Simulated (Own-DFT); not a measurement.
# Computed records: Hf36O71 (tetragonal hafnia with one neutral oxygen vacancy, atoms displaced)

A calculation, not a measurement: plane-wave PBE and HSE06 DFT by an unreviewed code, no spin, of a simulated cell at Gamma alone, so results move with cell size and shape, stress positive in tension, energies less offsets, not probed for a lower state with spin; hafnium file: forces about 75 meV/angstrom off all-electron values; oxygen file: force components 24 meV/angstrom off all-electron in a glass; k mesh not checked against a denser one; forces and stress are PBE's, HSE06 gives the energy alone, and its difference from PBE has offsets of its own; offsets are fitted by least squares, one for each functional and potential file, so energies compare only between cells with the same atoms and settings and are not formation energies; the far tail of each file's local potential was reset to the Coulomb form; each entry is a single point on an unrelaxed cell, so the pressure reflects the starting lattice, taken from the Materials Project, from which strain is counted, and rises with the displacements; printed positions are rounded, which can move forces by about a meV/angstrom; the program is a retired in-house code; no spin-orbit coupling. Program: Own-DFT development build.

Common to all runs: first functional PBE; second functional HSE06; exact exchange share 0.25; screening 0.11 1/bohr; exchange divergence Gygi-Baldereschi; potential files PseudoDojo norm-conserving, scalar-relativistic, made for PBE, standard set; wave cutoff 48 hartree; occupations fixed; k mesh 1 x 1 x 1 centred on Gamma.

(1) Hf36O71 (tetragonal hafnia with one neutral oxygen vacancy, atoms displaced)

```
CELL_PARAMETERS angstrom
10.78000 0.00000 0.00000
0.00000 10.78000 0.00000
0.00000 0.00000 10.44930
ATOMIC_POSITIONS crystal
Hf 0.00150 0.99627 0.00075
Hf 0.16532 0.16628 0.24998
O 0.17035 0.00135 0.34717
O 0.99798 0.17019 0.40115
O 0.16782 0.99985 0.09952
Hf 0.99864 0.00074 0.49966
Hf 0.16558 0.16974 0.75415
O 0.00260 0.16428 0.65872
O 0.16718 0.00056 0.85224
O 0.99793 0.16558 0.90364
O 0.16214 0.99950 0.59264
Hf 0.00020 0.33362 0.00205
Hf 0.16536 0.49974 0.24778
O 0.99707 0.50243 0.14520
O 0.16702 0.33573 0.34401
O 0.99645 0.50243 0.39630
O 0.16913 0.33084 0.09809
Hf 0.99983 0.33156 0.50130
Hf 0.16783 0.50019 0.75140
O 0.99942 0.50251 0.65553
O 0.16640 0.33174 0.85055
O 0.99901 0.50405 0.89612
O 0.16387 0.33677 0.59483
Hf 0.99997 0.66977 0.99921
Hf 0.16529 0.83105 0.24674
O 0.99544 0.83628 0.15612
O 0.16293 0.66979 0.34880
O 0.00066 0.82959 0.39906
O 0.16552 0.66704 0.09675
Hf 0.00179 0.66540 0.50429
Hf 0.16622 0.83815 0.75187
O 0.00071 0.83452 0.65391
O 0.16563 0.66813 0.84433
O 0.99993 0.83415 0.90655
O 0.16684 0.66849 0.59724
Hf 0.32888 0.00303 0.99793
Hf 0.50132 0.16614 0.24743
O 0.34224 0.16343 0.15433
O 0.49676 0.99873 0.34994
O 0.33575 0.16516 0.40081
O 0.50141 0.99893 0.09595
Hf 0.33594 0.00248 0.50204
Hf 0.49760 0.16701 0.74956
O 0.33511 0.16924 0.64955
O 0.49540 0.00008 0.85147
O 0.33582 0.16337 0.90225
O 0.50185 0.00167 0.59884
Hf 0.33894 0.33231 0.00340
Hf 0.49850 0.49960 0.24841
O 0.33283 0.50039 0.15572
O 0.50029 0.33304 0.34528
O 0.33251 0.49655 0.39626
O 0.50451 0.33272 0.10255
Hf 0.33165 0.33320 0.49588
Hf 0.50301 0.49967 0.75070
O 0.33435 0.50156 0.65309
O 0.49628 0.33327 0.84772
O 0.33403 0.49958 0.90365
O 0.50104 0.34034 0.59613
Hf 0.33782 0.66547 0.00263
Hf 0.49894 0.82955 0.24932
O 0.33436 0.82910 0.14754
O 0.50001 0.66987 0.35053
O 0.33223 0.83247 0.40484
O 0.49817 0.66752 0.09715
Hf 0.33233 0.66786 0.49954
Hf 0.49544 0.83545 0.74735
O 0.33016 0.83492 0.65483
O 0.49862 0.66538 0.85006
O 0.32971 0.83076 0.90668
O 0.49722 0.67271 0.59315
Hf 0.66383 0.00401 0.00387
Hf 0.83350 0.16900 0.25129
O 0.66401 0.16099 0.14737
O 0.83456 0.00181 0.34731
O 0.66429 0.16702 0.40210
O 0.83422 0.99844 0.09524
Hf 0.66426 0.99956 0.49871
Hf 0.82989 0.16919 0.74597
O 0.66635 0.17025 0.66095
O 0.83475 0.99774 0.85141
O 0.67015 0.16488 0.90098
O 0.83621 0.99892 0.59739
Hf 0.66216 0.33325 0.00123
Hf 0.82947 0.49872 0.25095
O 0.67032 0.50116 0.15112
O 0.83657 0.33187 0.34481
O 0.66787 0.49970 0.40030
O 0.83196 0.33222 0.10038
Hf 0.66579 0.33547 0.50224
Hf 0.83524 0.50039 0.74704
O 0.66324 0.50037 0.65716
O 0.83529 0.33171 0.84816
O 0.66892 0.50384 0.89932
O 0.83520 0.33591 0.59761
Hf 0.66696 0.67029 0.99803
Hf 0.83192 0.83749 0.25456
O 0.66650 0.83810 0.15089
O 0.83288 0.67000 0.34665
O 0.66990 0.83514 0.40867
O 0.83112 0.66511 0.09467
Hf 0.66901 0.66404 0.49998
Hf 0.83356 0.83411 0.74851
O 0.66619 0.83289 0.65433
O 0.83197 0.66114 0.84434
O 0.66366 0.83427 0.90001
O 0.83419 0.66896 0.59920
```

```
PBE energy of cell above offsets : -101.129 eV
HSE06 less PBE above offsets     : -0.146 eV
PBE pressure                     : 0.76 GPa
PBE stress xx                    : -1.41 GPa
PBE stress yy                    : 0.6 GPa
PBE stress zz                    : -1.49 GPa
PBE stress yz                    : -0.07 GPa
PBE stress xz                    : -0.25 GPa
PBE stress xy                    : -0.03 GPa
```

Force:
```tsv
element	x (eV/Å)	y (eV/Å)	z (eV/Å)
Hf	-1.101	0.825	0.102
Hf	0	-0.168	-0.171
O	-0.336	-0.045	-0.371
O	0.289	-0.572	-0.07
O	-0.407	0.546	0.192
Hf	0.27	-0.781	-0.568
Hf	0.018	-0.369	-0.115
O	-0.37	0.413	-0.835
O	0.12	0.463	-0.394
O	0.539	0.13	0.962
O	1.027	0.133	0.652
Hf	-0.502	0.481	-0.55
Hf	-0.937	0.719	0.183
O	0.415	-0.406	0.545
O	-0.015	-0.702	0.343
O	0.238	-0.585	0.939
O	0.018	-0.372	-0.083
Hf	0.005	1.039	-0.77
Hf	-0.13	0.528	0.238
O	0.575	-0.07	-0.985
O	0.153	0.255	-0.22
O	0.311	-0.663	0.695
O	0.52	-0.22	0.266
Hf	-0.456	-1.252	0.084
Hf	0.001	0.328	0.551
O	0.775	-0.164	-0.497
O	0.468	-0.926	-0.352
O	-0.135	0.935	0.858
O	0.184	0.067	0.15
Hf	-0.006	0.222	-0.965
Hf	-0.119	-0.955	0.013
O	-0.034	-0.06	-0.046
O	0.001	-0.027	-0.022
O	0.152	-0.301	-0.647
O	0.148	-0.234	0.047
Hf	1.302	-1.281	0.533
Hf	0.434	-0.72	0.955
O	-1.81	0.382	-0.652
O	0.349	-0.21	-0.196
O	-0.158	0.63	0.37
O	-1.082	-0.05	0.358
Hf	-0.753	-0.436	-0.804
Hf	0.127	-0.553	0.653
O	-0.615	-0.076	0.221
O	0.002	0.2	-0.918
O	-0.246	1.332	-0.111
O	-0.165	-0.008	0.373
Hf	-0.721	0.144	-0.57
Hf	0.435	0.321	0.574
O	0.269	-0.214	-0.734
O	0.076	0.258	0.155
O	0.131	0.811	0.622
O	-0.777	0.392	-0.248
Hf	0.28	0.065	0.155
Hf	-1.022	0.485	0.409
O	-0.096	-0.091	-0.104
O	0.255	-0.183	0.428
O	-0.184	-0.564	0.409
O	-0.254	-0.428	-0.099
Hf	-0.97	0.507	-0.745
Hf	-0.172	0.949	-0.325
O	-0.141	0.137	0.957
O	0.189	-0.981	-0.538
O	0.07	0.355	-0.084
O	0.993	-0.319	0.688
Hf	-0.224	-0.41	-0.223
Hf	1.016	-0.526	1.026
O	0.116	0.349	-0.255
O	-0.197	0.39	-0.578
O	0.073	0.524	-0.52
O	0.567	-0.194	0.443
Hf	0.77	-0.898	-0.74
Hf	0.399	-0.312	-0.979
O	0.651	0.435	0.542
O	-0.077	0.434	0.269
O	0.189	0.261	0.458
O	0.249	0.654	0.543
Hf	0.49	-0.124	0.172
Hf	0.963	-0.826	2.041
O	-0.611	0.11	-1.483
O	0.055	0.35	-1.03
O	-0.458	0.841	0.217
O	-0.914	0.3	-0.072
Hf	1.806	0.226	-0.922
Hf	1.268	0.782	-0.397
O	-1.364	-0.224	0.053
O	-0.438	0.203	0.586
O	0.045	-0.237	0.343
O	-0.059	-0.602	-0.286
Hf	-0.222	-0.341	-0.468
Hf	-0.054	-0.231	1.289
O	0.926	0.137	-1.335
O	-0.1	0.384	-0.276
O	-0.589	-1.139	0.654
O	-0.445	-0.275	-0.143
Hf	0.36	0.088	-0.36
Hf	0.04	-0.53	-0.652
O	-0.197	-0.441	0.676
O	-0.569	-0.623	0.117
O	-0.099	-0.275	-0.53
O	0.246	0.365	-0.004
Hf	-0.188	0.894	0.187
Hf	-0.556	0.027	0.746
O	-0.162	0.171	-0.14
O	0.061	1.567	0.129
O	0.097	0.003	0.337
O	-0.285	-0.348	-0.323
```

(2) Hf36O71 (tetragonal hafnia with one neutral oxygen vacancy, atoms displaced)

```
CELL_PARAMETERS angstrom
10.78000 0.00000 0.00000
0.00000 10.78000 0.00000
0.00000 0.00000 10.44930
ATOMIC_POSITIONS crystal
Hf 0.00059 0.99642 0.00390
Hf 0.15780 0.15605 0.24229
O 0.99096 0.16416 0.14562
O 0.16923 0.00156 0.35018
O 0.98942 0.16291 0.39814
O 0.15726 0.99904 0.09712
Hf 0.97901 0.00237 0.49844
Hf 0.16738 0.16934 0.74760
O 0.98059 0.17045 0.66183
O 0.17099 0.99732 0.84908
O 0.00593 0.16891 0.89579
O 0.16199 0.99737 0.60002
Hf 0.99829 0.33618 0.99678
Hf 0.16870 0.49545 0.25006
O 0.98373 0.50206 0.15445
O 0.16094 0.34375 0.33669
O 0.99550 0.51211 0.40319
O 0.15793 0.35630 0.08984
Hf 0.99812 0.33442 0.49908
Hf 0.16403 0.50340 0.75213
O 0.99947 0.50924 0.65357
O 0.16603 0.33424 0.86141
O 0.99089 0.49956 0.89763
O 0.16377 0.33186 0.59947
Hf 0.99181 0.66972 0.99601
Hf 0.16750 0.83316 0.25784
O 0.99265 0.81988 0.14459
O 0.15769 0.64979 0.34244
O 0.99313 0.82596 0.39881
O 0.15508 0.66750 0.10012
Hf 0.01052 0.66309 0.49612
Hf 0.16989 0.82347 0.75509
O 0.00728 0.83676 0.64179
O 0.17375 0.66100 0.84954
O 0.01193 0.82473 0.90513
O 0.15801 0.66121 0.60149
Hf 0.32609 0.99399 0.99630
Hf 0.50101 0.17455 0.25759
O 0.31755 0.16625 0.14786
O 0.49161 0.99712 0.35070
O 0.33882 0.16780 0.39595
O 0.51149 0.99121 0.10517
Hf 0.33975 0.99717 0.48989
Hf 0.50466 0.17864 0.75050
O 0.32813 0.16512 0.64487
O 0.50262 0.97801 0.85789
O 0.34296 0.16365 0.90587
O 0.49409 0.00333 0.59415
Hf 0.33515 0.32348 0.98704
Hf 0.49587 0.49990 0.26351
O 0.34413 0.49961 0.15500
O 0.49697 0.33139 0.33675
O 0.33067 0.50384 0.41060
O 0.50901 0.33638 0.09688
Hf 0.33135 0.33301 0.51179
Hf 0.51216 0.50279 0.76255
O 0.34325 0.50572 0.65134
O 0.49294 0.33073 0.85159
O 0.32763 0.50237 0.91172
O 0.50450 0.33678 0.61016
Hf 0.34674 0.65738 0.01476
Hf 0.49662 0.83703 0.23276
O 0.32341 0.83686 0.16130
O 0.49973 0.66909 0.35236
O 0.32393 0.82622 0.40568
O 0.50194 0.66222 0.09061
Hf 0.32791 0.64656 0.49292
Hf 0.49304 0.85105 0.75722
O 0.32572 0.83415 0.65491
O 0.50677 0.65893 0.84562
O 0.33917 0.83968 0.89775
O 0.49578 0.66440 0.60328
Hf 0.66291 0.00542 0.99705
Hf 0.83394 0.17140 0.24590
O 0.65840 0.15108 0.15434
O 0.83060 0.00371 0.34719
O 0.68172 0.15680 0.41105
O 0.82008 0.00038 0.09562
Hf 0.66065 0.00828 0.50118
Hf 0.83414 0.16432 0.73057
O 0.66075 0.17733 0.64155
O 0.83998 0.01135 0.85801
O 0.66209 0.16572 0.91009
Hf 0.67827 0.33390 0.98618
Hf 0.83009 0.50272 0.25356
O 0.66548 0.48003 0.15042
O 0.82000 0.34285 0.35535
O 0.65935 0.51592 0.42208
O 0.84046 0.33060 0.09752
Hf 0.67042 0.33561 0.50495
Hf 0.84153 0.50035 0.74676
O 0.66994 0.49786 0.64907
O 0.83187 0.33139 0.83160
O 0.66537 0.50241 0.90101
O 0.83373 0.33493 0.61326
Hf 0.66758 0.67015 0.01011
Hf 0.83668 0.83475 0.25891
O 0.66273 0.82842 0.16330
O 0.84298 0.67298 0.36226
O 0.66442 0.83256 0.40764
O 0.82863 0.66951 0.10516
Hf 0.65404 0.66933 0.49810
Hf 0.84369 0.82721 0.76201
O 0.66792 0.82813 0.65912
O 0.82317 0.64813 0.84784
O 0.66463 0.83699 0.90207
O 0.82078 0.67122 0.59710
```

```
PBE energy of cell above offsets : -85.867 eV
HSE06 less PBE above offsets     : 0.620 eV
PBE pressure                     : 5.56 GPa
PBE stress xx                    : -3.85 GPa
PBE stress yy                    : -8.01 GPa
PBE stress zz                    : -4.82 GPa
PBE stress yz                    : -1.94 GPa
PBE stress xz                    : 1.16 GPa
PBE stress xy                    : -0.19 GPa
```

Force:
```tsv
element	x (eV/Å)	y (eV/Å)	z (eV/Å)
Hf	-2.831	1.03	-1.597
Hf	0.666	0.995	0.726
O	1.52	-0.475	0.192
O	-0.298	0.128	-0.93
O	0.557	1.942	0.392
O	1.327	-0.101	1.065
Hf	1.748	-2.243	1.025
Hf	-1.472	-1.899	0.622
O	8.348	-0.211	-4.574
O	0.157	0.679	0.444
O	0.583	-0.366	1.089
O	-0.563	1.837	-0.932
Hf	0.672	-0.239	-0.611
Hf	-1.445	1.004	-4.283
O	1.541	-0.156	0.036
O	-0.319	-3.968	2.474
O	-0.201	-4.99	-0.12
O	1.169	-0.753	0.634
Hf	-1.074	1.053	-0.493
Hf	1.187	0.198	0.539
O	1.13	-1.028	-0.913
O	0.903	-0.355	-2.672
O	0.833	0.007	-0.002
O	-0.58	-0.115	-0.091
Hf	0.775	-2.358	2.785
Hf	-1.82	-1.514	0.264
O	0.531	1.896	0.891
O	0.914	3.439	1.542
O	1.088	2.755	-0.26
O	1.915	-0.342	-0.523
Hf	-4.145	2.126	0.991
Hf	0.221	1.564	-1.867
O	-1.816	0.088	1.842
O	-0.508	0.04	0.029
O	-1.168	1.72	-1.528
O	2.858	-0.351	0.505
Hf	0.488	0.507	0.715
Hf	-0.989	-2.833	-2.927
O	1.358	0.235	-0.111
O	0.22	0.314	-0.47
O	-0.477	1.246	0.862
O	-3.455	-0.188	-0.621
Hf	-2.411	-0.797	0.994
Hf	-0.86	-1.308	-0.774
O	1.169	1.229	0.975
O	0.143	9.282	3.367
O	-0.082	-1.915	-1.931
O	0.863	0.113	1.564
Hf	-0.043	2.62	3.404
Hf	2.253	0.476	-2.17
O	-1.206	0.815	0.729
O	0.524	1.658	3.452
O	0.45	-6.81	-3.82
O	-1.474	-1.412	-0.932
Hf	1.095	-1.038	-0.052
Hf	0.099	0.774	-2.674
O	-2.224	-1.382	0.528
O	0.166	0.457	0.088
O	0.649	-0.844	-0.531
O	-1.458	-0.948	-1.367
Hf	-5.007	-0.168	-3.031
Hf	0.971	0.634	3.624
O	0.897	-0.121	-2.192
O	-1.091	-0.147	-1.376
O	-0.715	-0.264	-0.542
O	1.535	0.777	2.86
Hf	1.595	7.874	5.448
Hf	0.84	-8.51	-5.886
O	0.711	0.416	0.15
O	-0.854	2.699	1.727
O	-0.698	-2.226	1.456
O	-0.668	-0.28	-1.041
Hf	0.873	-1.38	0.719
Hf	-2.095	-0.491	-0.079
O	1.394	1.404	1.181
O	0.928	-0.476	0.415
O	-1.092	3.846	-2.098
O	2.664	-0.301	0.819
Hf	0.512	-4.639	1.021
Hf	-5.674	-0.712	5.169
O	0.02	-0.91	0.988
O	0.069	-1.843	-1.843
O	-1.059	0.566	-2.472
Hf	-0.699	1.43	2.616
Hf	-0.133	2.013	0.042
O	0.231	1.739	1.385
O	0.481	-1.167	0.13
O	-0.184	-5.814	-3.761
O	-1.816	-0.823	0.036
Hf	0.758	1.326	0.77
Hf	-2.128	-0.437	-1.317
O	-0.331	-0.922	1.252
O	-0.687	-0.489	2.59
O	-0.296	-1.134	0.558
O	0.54	0.069	-3.641
Hf	1.065	0.285	-2.258
Hf	-0.894	-1.435	-0.108
O	1.101	-1.015	-1.113
O	-1.388	-1.163	-2.381
O	0.147	2.044	-0.6
O	-0.372	-0.198	-0.454
Hf	0.859	4.181	3.906
Hf	-2.527	-0.298	-2.493
O	0.272	1.883	0.94
O	0.888	4.457	1.703
O	1.307	-1.345	1.21
O	2.549	-0.22	0.969
```
